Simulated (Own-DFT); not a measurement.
## Calculated data, GaP (zincblende, strained, atoms displaced)

A calculation, not a measurement: plane-wave PBE density functional theory by an unreviewed code, no spin, of a simulated periodic cell, stress positive in tension, free energy of the whole cell less one offset for each atom, forces on such cells passed a denser k mesh, this cell's mesh not checked; offsets are fitted by least squares, one for each functional and potential file, so energies compare only between cells with the same atoms and settings and are not formation energies; the far tail of each file's local potential was reset to the Coulomb form; each entry is a single point on an unrelaxed cell, so the pressure reflects the starting lattice, mostly measured values (interpolated for alloys), from which strain is counted, and rises with the displacements; printed positions are rounded, which can move forces by about a meV/angstrom; the program, named Own-DFT, is a retired in-house code; no spin-orbit coupling. Program: Own-DFT development build.

Settings shared by all entries: functional PBE; potential files PseudoDojo norm-conserving, scalar-relativistic, standard set; wave cutoff 42 hartree; occupations Fermi-Dirac; smearing width 0.1 eV; hardware one NVIDIA H100; k mesh 3 x 3 x 3 centred on Gamma.

(1) 
```cif
# cell vector a (Å): 11.0583 -0.1061 -0.1005
# cell vector b (Å): -0.1061 10.8244 0.1807
# cell vector c (Å): -0.1005 0.1807 10.8197
data_GaP
_symmetry_space_group_name_H-M 'P 1'
_symmetry_Int_Tables_number 1
_cell_length_a 11.0593
_cell_length_b 10.8264
_cell_length_c 10.8217
_cell_angle_alpha 88.082
_cell_angle_beta 91.062
_cell_angle_gamma 91.120
_cell_volume 1294.52
loop_
_atom_site_label
_atom_site_type_symbol
_atom_site_fract_x
_atom_site_fract_y
_atom_site_fract_z
_atom_site_occupancy
Ga1 Ga 0.99763 0.99084 0.99913 1
Ga2 Ga 0.00310 0.24193 0.24559 1
Ga3 Ga 0.25599 0.99566 0.24792 1
Ga4 Ga 0.24721 0.24418 0.99265 1
P1 P 0.12242 0.12398 0.12226 1
P2 P 0.12651 0.37175 0.37488 1
P3 P 0.37117 0.12097 0.38428 1
P4 P 0.37734 0.36644 0.12918 1
Ga5 Ga 0.99833 0.99891 0.50840 1
Ga6 Ga 0.01033 0.25804 0.75522 1
Ga7 Ga 0.25560 0.00139 0.74276 1
Ga8 Ga 0.24693 0.25116 0.49879 1
P5 P 0.11723 0.12610 0.62882 1
P6 P 0.12259 0.38028 0.88249 1
P7 P 0.37685 0.12682 0.86875 1
P8 P 0.36584 0.37391 0.62924 1
Ga9 Ga 0.99602 0.49401 0.00051 1
Ga10 Ga 0.00819 0.75476 0.25184 1
Ga11 Ga 0.24646 0.49857 0.25672 1
Ga12 Ga 0.24575 0.74490 0.99559 1
P9 P 0.13212 0.61910 0.12133 1
P10 P 0.12264 0.87300 0.37312 1
P11 P 0.36881 0.62519 0.37338 1
P12 P 0.37653 0.87734 0.12486 1
Ga13 Ga 0.99965 0.49612 0.50544 1
Ga14 Ga 0.99295 0.74778 0.75103 1
Ga15 Ga 0.25731 0.49325 0.74772 1
Ga16 Ga 0.25149 0.74876 0.49378 1
P13 P 0.13304 0.62466 0.62804 1
P14 P 0.13129 0.87065 0.87521 1
P15 P 0.36836 0.62851 0.87125 1
P16 P 0.37659 0.87098 0.62518 1
Ga17 Ga 0.49742 0.98924 0.00047 1
Ga18 Ga 0.50356 0.25357 0.25045 1
Ga19 Ga 0.74733 0.99338 0.24728 1
Ga20 Ga 0.74977 0.24830 0.99419 1
P17 P 0.61591 0.11690 0.12229 1
P18 P 0.62807 0.38189 0.37636 1
P19 P 0.87012 0.13517 0.37176 1
P20 P 0.87712 0.37226 0.12326 1
Ga21 Ga 0.49918 0.99859 0.50129 1
Ga22 Ga 0.50728 0.24660 0.75268 1
Ga23 Ga 0.75156 0.99445 0.74927 1
Ga24 Ga 0.74937 0.25374 0.49553 1
P21 P 0.62160 0.12564 0.62162 1
P22 P 0.62579 0.37092 0.87058 1
P23 P 0.86779 0.13336 0.87611 1
P24 P 0.87021 0.37299 0.63802 1
Ga25 Ga 0.49945 0.49751 0.00001 1
Ga26 Ga 0.49975 0.74787 0.25321 1
Ga27 Ga 0.75692 0.49720 0.24889 1
Ga28 Ga 0.76068 0.74797 0.99872 1
P25 P 0.62502 0.62225 0.13070 1
P26 P 0.62872 0.87344 0.37579 1
P27 P 0.87940 0.62946 0.37358 1
P28 P 0.87021 0.88301 0.12644 1
Ga29 Ga 0.49977 0.50159 0.50014 1
Ga30 Ga 0.49557 0.75098 0.75359 1
Ga31 Ga 0.75402 0.50250 0.74300 1
Ga32 Ga 0.74553 0.75022 0.49676 1
P29 P 0.63098 0.61993 0.62109 1
P30 P 0.62931 0.86815 0.87742 1
P31 P 0.87537 0.61571 0.88211 1
P32 P 0.88151 0.86981 0.63092 1
_calc_free_energy_of_cell_above_offsets '-32.918'  # eV
_calc_pressure 3.28  # GPa
_calc_stress_xx -2.16  # GPa
_calc_stress_yy -3.84  # GPa
_calc_stress_zz -3.86  # GPa
_calc_stress_yz 2.62  # GPa
_calc_stress_xz -1.19  # GPa
_calc_stress_xy -1  # GPa
_calc_wall_time 529.4  # s
```

Force:
```tsv
element	x (eV/Å)	y (eV/Å)	z (eV/Å)
Ga	0.387	1.022	-0.692
Ga	0.213	0.662	0.067
Ga	-0.523	0.582	0.157
Ga	0.578	0.174	0.565
P	0.345	-0.781	0
P	-1.222	0.079	0.085
P	0.171	0.648	-0.889
P	-1.114	0.901	-0.636
Ga	-0.127	0.327	-1.21
Ga	-0.942	-0.754	0.072
Ga	-0.311	-0.171	0.243
Ga	0.155	-0.661	0.415
P	0.716	0.247	-0.04
P	0.827	0.066	-0.499
P	-0.224	-0.685	0.675
P	1.669	-0.661	-0.652
Ga	0.925	0.304	0.555
Ga	-0.724	-0.867	-1.205
Ga	0.729	-0.515	-0.916
Ga	1.001	0.207	0.561
P	-1.319	0.267	0.52
P	0.589	1.212	0.834
P	0.699	0.001	0.345
P	-0.775	-1.346	0.23
Ga	0.149	0.219	-0.032
Ga	1.729	-1.054	0.788
Ga	-0.98	0.737	0.677
Ga	-0.144	0.028	0.504
P	-1.006	-0.04	-0.073
P	-1.172	0.805	-0.59
P	0.648	-0.832	0.679
P	-0.401	0.287	-0.429
Ga	0.487	0.763	-1.043
Ga	0.266	-1.089	0.608
Ga	-0.03	1.285	0.174
Ga	-0.526	-0.073	1.046
P	0.713	0.848	0.306
P	-0.598	-0.237	-0.109
P	0.106	-1.504	0.432
P	-0.661	-0.451	0.482
Ga	0.408	-0.283	-0.096
Ga	-0.501	0.199	-0.901
Ga	0.001	0.656	-0.07
Ga	0.103	-0.089	0.715
P	0.6	-0.261	0.197
P	-0.011	1.277	0.394
P	1.281	-1.258	-0.608
P	0.751	-0.248	-1.382
Ga	0.015	0.036	-0.127
Ga	0.24	-0.006	-0.375
Ga	0.232	0.379	-0.034
Ga	-0.699	-0.401	0.683
P	0.119	0.323	-0.637
P	-1.158	0.4	0.104
P	-0.206	-0.373	0.269
P	0.687	-1.39	0.165
Ga	-0.385	-0.339	0.018
Ga	1.076	-0.507	-0.319
Ga	-0.324	-0.375	1.091
Ga	1.322	-0.356	0.29
P	-1.243	0.933	0.48
P	-0.484	0.286	-0.122
P	-0.346	0.918	-0.87
P	-1.782	0.531	-0.868
```

(2) 
```cif
# cell vector a (Å): 10.8673 -0.0310 -0.1370
# cell vector b (Å): -0.0310 10.9623 -0.2054
# cell vector c (Å): -0.1370 -0.2054 10.9130
data_GaP
_symmetry_space_group_name_H-M 'P 1'
_symmetry_Int_Tables_number 1
_cell_length_a 10.8682
_cell_length_b 10.9643
_cell_length_c 10.9158
_cell_angle_alpha 92.149
_cell_angle_beta 91.438
_cell_angle_gamma 90.312
_cell_volume 1299.40
loop_
_atom_site_label
_atom_site_type_symbol
_atom_site_fract_x
_atom_site_fract_y
_atom_site_fract_z
_atom_site_occupancy
Ga1 Ga 0.00340 0.00180 0.99009 1
Ga2 Ga 0.00202 0.24250 0.24779 1
Ga3 Ga 0.24890 0.99057 0.25657 1
Ga4 Ga 0.25087 0.24688 0.00499 1
P1 P 0.11844 0.12148 0.12923 1
P2 P 0.12136 0.38710 0.37466 1
P3 P 0.37954 0.12663 0.37761 1
P4 P 0.37341 0.37408 0.12150 1
Ga5 Ga 0.00452 0.99735 0.49744 1
Ga6 Ga 0.99707 0.24816 0.75210 1
Ga7 Ga 0.25524 0.99895 0.74598 1
Ga8 Ga 0.24555 0.25260 0.49291 1
P5 P 0.12828 0.12546 0.61614 1
P6 P 0.12438 0.36910 0.87963 1
P7 P 0.37910 0.12662 0.87569 1
P8 P 0.37415 0.37443 0.62382 1
Ga9 Ga 0.00195 0.50156 0.99458 1
Ga10 Ga 0.00222 0.74189 0.25441 1
Ga11 Ga 0.24765 0.49882 0.24997 1
Ga12 Ga 0.25002 0.74859 0.99646 1
P9 P 0.12719 0.63157 0.12812 1
P10 P 0.12369 0.87031 0.36928 1
P11 P 0.37180 0.62210 0.37444 1
P12 P 0.36480 0.86995 0.13180 1
Ga13 Ga 0.00227 0.50678 0.50219 1
Ga14 Ga 0.99700 0.74621 0.74529 1
Ga15 Ga 0.25235 0.49640 0.74399 1
Ga16 Ga 0.25082 0.75275 0.50059 1
P13 P 0.11697 0.63707 0.62886 1
P14 P 0.12171 0.86729 0.87913 1
P15 P 0.37672 0.62966 0.87415 1
P16 P 0.37737 0.88260 0.62402 1
Ga17 Ga 0.49479 0.00344 0.00301 1
Ga18 Ga 0.49634 0.25569 0.24365 1
Ga19 Ga 0.75384 0.99584 0.24670 1
Ga20 Ga 0.74461 0.24602 0.99600 1
P17 P 0.62250 0.11733 0.12010 1
P18 P 0.62684 0.37526 0.37848 1
P19 P 0.87797 0.11774 0.38203 1
P20 P 0.87248 0.37112 0.12477 1
Ga21 Ga 0.49837 0.99472 0.49523 1
Ga22 Ga 0.49810 0.24749 0.74884 1
Ga23 Ga 0.74666 0.00314 0.75189 1
Ga24 Ga 0.75115 0.25724 0.50787 1
P21 P 0.62292 0.12553 0.62850 1
P22 P 0.63240 0.37196 0.87316 1
P23 P 0.87596 0.11437 0.87086 1
P24 P 0.87184 0.37445 0.62802 1
Ga25 Ga 0.49888 0.49174 0.99426 1
Ga26 Ga 0.50873 0.74593 0.24580 1
Ga27 Ga 0.74227 0.50425 0.25204 1
Ga28 Ga 0.75724 0.74577 0.99842 1
P25 P 0.62015 0.63228 0.12180 1
P26 P 0.61878 0.86530 0.37202 1
P27 P 0.88230 0.62099 0.37719 1
P28 P 0.88084 0.87724 0.12133 1
Ga29 Ga 0.49460 0.49884 0.49186 1
Ga30 Ga 0.49863 0.74774 0.75613 1
Ga31 Ga 0.74621 0.49801 0.74563 1
Ga32 Ga 0.74398 0.74918 0.50688 1
P29 P 0.62194 0.62434 0.62111 1
P30 P 0.61521 0.88048 0.86883 1
P31 P 0.87730 0.62751 0.88303 1
P32 P 0.86732 0.87678 0.62000 1
_calc_free_energy_of_cell_above_offsets '-32.657'  # eV
_calc_pressure 3.18  # GPa
_calc_stress_xx -3.48  # GPa
_calc_stress_yy -2.8  # GPa
_calc_stress_zz -3.25  # GPa
_calc_stress_yz -3.66  # GPa
_calc_stress_xz -1.84  # GPa
_calc_stress_xy -0.17  # GPa
_calc_wall_time 522.8  # s
```

Force:
```tsv
element	x (eV/Å)	y (eV/Å)	z (eV/Å)
Ga	-0.276	-0.564	0.832
Ga	-1.104	0.898	0.859
Ga	-0.203	1.115	-0.165
Ga	-0.74	-0.766	-0.355
P	1.643	-0.327	-0.499
P	0.241	-1.319	-0.205
P	-0.377	0.141	-0.701
P	0.169	0.79	0.362
Ga	-0.402	-0.683	0.154
Ga	0.05	-0.524	-0.453
Ga	-1.041	0.253	0.588
Ga	0.043	0.072	-0.02
P	-0.015	0.272	1.091
P	0.589	0.575	-0.523
P	-0.627	0.141	0.079
P	0.422	-0.111	-0.346
Ga	-0.088	-0.438	1.133
Ga	-0.958	0.409	-0.684
Ga	-0.188	0.155	-0.486
Ga	-0.331	-0.196	0.462
P	0.281	-1.051	-0.759
P	0.314	0.252	1.179
P	0.484	0.712	-0.164
P	1.544	0.29	-0.663
Ga	-0.479	-0.675	0.514
Ga	-1.554	1.234	1.072
Ga	-0.848	0.512	0.613
Ga	-0.247	-0.028	-0.038
P	2.049	-1.452	-0.756
P	0.713	0.787	-1.175
P	-0.207	-1.088	0.062
P	0.326	-1.219	-0.001
Ga	-0.832	-1.376	-0.264
Ga	0.575	-0.923	0.452
Ga	-0.467	-0.128	0.302
Ga	0.685	-0.591	0.438
P	0.764	1.244	1.074
P	-0.128	-0.026	-0.535
P	-0.512	1.118	-0.504
P	0.099	0.434	0.029
Ga	0.373	0.427	0.202
Ga	-0.107	0.318	0.093
Ga	-0.668	-0.93	-0.752
Ga	-0.669	-1.584	-0.892
P	0.296	0.011	-0.821
P	-0.779	0.301	-0.317
P	0.164	1.618	0.444
P	1.525	0.911	0.294
Ga	0.094	0.579	0.109
Ga	-2.396	0.006	0.173
Ga	0.453	-0.325	-0.395
Ga	-1.364	1.268	0.322
P	1.097	-1.478	-0.847
P	1.44	1.302	0.644
P	-1.332	0.727	-0.045
P	0.23	-0.37	0.294
Ga	-0.013	-0.213	0.615
Ga	-0.192	0.057	-1.294
Ga	0.159	0.658	0.535
Ga	0.152	-0.502	-1.154
P	-0.253	-0.182	0.628
P	1.346	-0.135	1.196
P	0.05	-0.762	-1.854
P	1.028	0.38	0.824
```

(3) 
```cif
# cell vector a (Å): 10.9205 -0.0445 0.1145
# cell vector b (Å): -0.0445 11.0842 0.1643
# cell vector c (Å): 0.1145 0.1643 11.0075
data_GaP
_symmetry_space_group_name_H-M 'P 1'
_symmetry_Int_Tables_number 1
_cell_length_a 10.9212
_cell_length_b 11.0855
_cell_length_c 11.0093
_cell_angle_alpha 88.298
_cell_angle_beta 88.807
_cell_angle_gamma 90.455
_cell_volume 1331.94
loop_
_atom_site_label
_atom_site_type_symbol
_atom_site_fract_x
_atom_site_fract_y
_atom_site_fract_z
_atom_site_occupancy
Ga1 Ga 0.00746 0.00203 0.99901 1
Ga2 Ga 0.99686 0.24706 0.25282 1
Ga3 Ga 0.24921 0.99963 0.25557 1
Ga4 Ga 0.25337 0.25126 0.99815 1
P1 P 0.12295 0.12366 0.12561 1
P2 P 0.12542 0.37842 0.36985 1
P3 P 0.37455 0.12166 0.36623 1
P4 P 0.37477 0.38412 0.13307 1
Ga5 Ga 0.00222 0.99618 0.51079 1
Ga6 Ga 0.00790 0.25298 0.74716 1
Ga7 Ga 0.24751 0.00625 0.74667 1
Ga8 Ga 0.24442 0.25136 0.50081 1
P5 P 0.12299 0.12620 0.62145 1
P6 P 0.12393 0.36232 0.87179 1
P7 P 0.37158 0.12651 0.87097 1
P8 P 0.37823 0.37914 0.62043 1
Ga9 Ga 0.98977 0.49928 0.00256 1
Ga10 Ga 0.99722 0.75238 0.24055 1
Ga11 Ga 0.24631 0.49834 0.25474 1
Ga12 Ga 0.25158 0.75175 0.00318 1
P9 P 0.12906 0.62144 0.12790 1
P10 P 0.12317 0.87687 0.37487 1
P11 P 0.37256 0.62082 0.37706 1
P12 P 0.38139 0.87831 0.12453 1
Ga13 Ga 0.00158 0.50077 0.49674 1
Ga14 Ga 0.99523 0.74555 0.75026 1
Ga15 Ga 0.25471 0.50296 0.74881 1
Ga16 Ga 0.24700 0.74517 0.50301 1
P13 P 0.12560 0.62604 0.61701 1
P14 P 0.13092 0.87237 0.87922 1
P15 P 0.38199 0.61144 0.87396 1
P16 P 0.37534 0.87377 0.62970 1
Ga17 Ga 0.49928 0.00424 0.00235 1
Ga18 Ga 0.50053 0.25392 0.25164 1
Ga19 Ga 0.75369 0.00419 0.25093 1
Ga20 Ga 0.75534 0.24805 0.00351 1
P17 P 0.61858 0.12782 0.12078 1
P18 P 0.61717 0.37632 0.37496 1
P19 P 0.87313 0.12439 0.37701 1
P20 P 0.88502 0.37591 0.12384 1
Ga21 Ga 0.50051 0.99932 0.49454 1
Ga22 Ga 0.49460 0.25093 0.74613 1
Ga23 Ga 0.74420 0.01032 0.74405 1
Ga24 Ga 0.75339 0.24242 0.49355 1
P21 P 0.62518 0.12416 0.61925 1
P22 P 0.62073 0.37356 0.88384 1
P23 P 0.87013 0.12521 0.87964 1
P24 P 0.87211 0.37823 0.61980 1
Ga25 Ga 0.50453 0.50045 0.99959 1
Ga26 Ga 0.50270 0.74779 0.24916 1
Ga27 Ga 0.73881 0.50572 0.24661 1
Ga28 Ga 0.75078 0.75558 0.00444 1
P25 P 0.63703 0.62264 0.12798 1
P26 P 0.62159 0.88079 0.37834 1
P27 P 0.87394 0.62647 0.37786 1
P28 P 0.87612 0.87613 0.13205 1
Ga29 Ga 0.50326 0.49418 0.49795 1
Ga30 Ga 0.51243 0.74628 0.74785 1
Ga31 Ga 0.75431 0.49854 0.75066 1
Ga32 Ga 0.74386 0.74927 0.49403 1
P29 P 0.62139 0.62474 0.62220 1
P30 P 0.62397 0.87791 0.87290 1
P31 P 0.87281 0.62017 0.87406 1
P32 P 0.86783 0.86629 0.63080 1
_calc_stress_zz ?
_calc_pressure ?
```

**Q.** Give the missing stress zz for GaP (zincblende, strained, atoms displaced) (entry 3).
**A.** -1.11 GPa

**Q.** Estimate the pressure of GaP (zincblende, strained, atoms displaced) (entry 3).
**A.** 1.03 GPa

**Q.** Give the table of force values for GaP (zincblende, strained, atoms displaced) (entry 3).
**A.** 
Force:
```tsv
element	x (eV/Å)	y (eV/Å)	z (eV/Å)
Ga	-0.552	-0.254	-0.007
Ga	0.686	0.316	-0.305
Ga	0.078	-0.084	-0.915
Ga	0.115	0.125	0.62
P	0.453	0.206	0.255
P	-0.965	-1.148	0.97
P	-0.136	0.598	1.201
P	-0.035	-0.843	-0.805
Ga	-0.506	-0.373	-0.645
Ga	-1.407	-0.435	-0.199
Ga	0.348	-0.622	0.183
Ga	1.016	0.289	-0.763
P	-0.197	-0.209	0.458
P	0.355	1.903	0.477
P	0.157	-0.29	0.421
P	-0.964	-0.805	0.39
Ga	1.936	0.568	-1.027
Ga	0.749	-0.663	1.184
Ga	0.879	0.84	-0.426
Ga	0.908	-0.518	-0.11
P	-0.817	0.248	-0.505
P	-0.297	-0.675	0.346
P	0.213	0.265	-0.074
P	-0.852	-0.618	0.47
Ga	-0.042	0.095	-0.096
Ga	0.891	0.22	0.072
Ga	-0.581	-0.568	-0.137
Ga	1.032	1.302	-0.837
P	-0.804	-0.849	1.547
P	-0.813	0.12	-0.777
P	-0.477	1.767	0.077
P	-0.07	-0.069	-0.326
Ga	0.088	-0.026	-0.975
Ga	-0.27	-0.07	-0.473
Ga	-0.713	0.003	-0.182
Ga	-0.215	0.663	0.01
P	0.745	-0.003	0.861
P	1.26	-0.71	-0.215
P	0.631	-0.72	0.01
P	-2.085	-0.855	1.297
Ga	-0.73	0.281	0.668
Ga	0.734	0.239	0.111
Ga	0.821	-0.838	0.719
Ga	-0.49	1.355	0.388
P	-0.902	0.496	-0.02
P	0.734	-0.505	-1.041
P	0.77	-0.238	-0.933
P	0.288	-0.802	0.246
Ga	0.1	-0.004	0.851
Ga	0.027	0.113	0.199
Ga	2.231	-1.531	1.479
Ga	0.382	0.216	-0.611
P	-2.234	1.3	-1.394
P	0.464	-0.768	-0.931
P	-0.209	-0.116	-0.768
P	-0.365	0.635	-1.195
Ga	-0.227	1.175	0.018
Ga	-1.113	0.361	0.503
Ga	-0.893	-0.14	-0.098
Ga	0.404	0.165	0.308
P	0.689	-0.794	-0.134
P	0.088	-0.05	0.418
P	-0.235	0.509	0.516
P	-0.079	0.82	-0.352
```

Further results for GaP (zincblende, strained, atoms displaced) (entry 3):

```
free energy of cell above offsets : -33.279 eV
stress xx                         : -1.42 GPa
stress yy                         : -0.57 GPa
stress yz                         : 2.38 GPa
stress xz                         : 1.55 GPa
stress xy                         : -0.58 GPa
wall time                         : 545 s
```
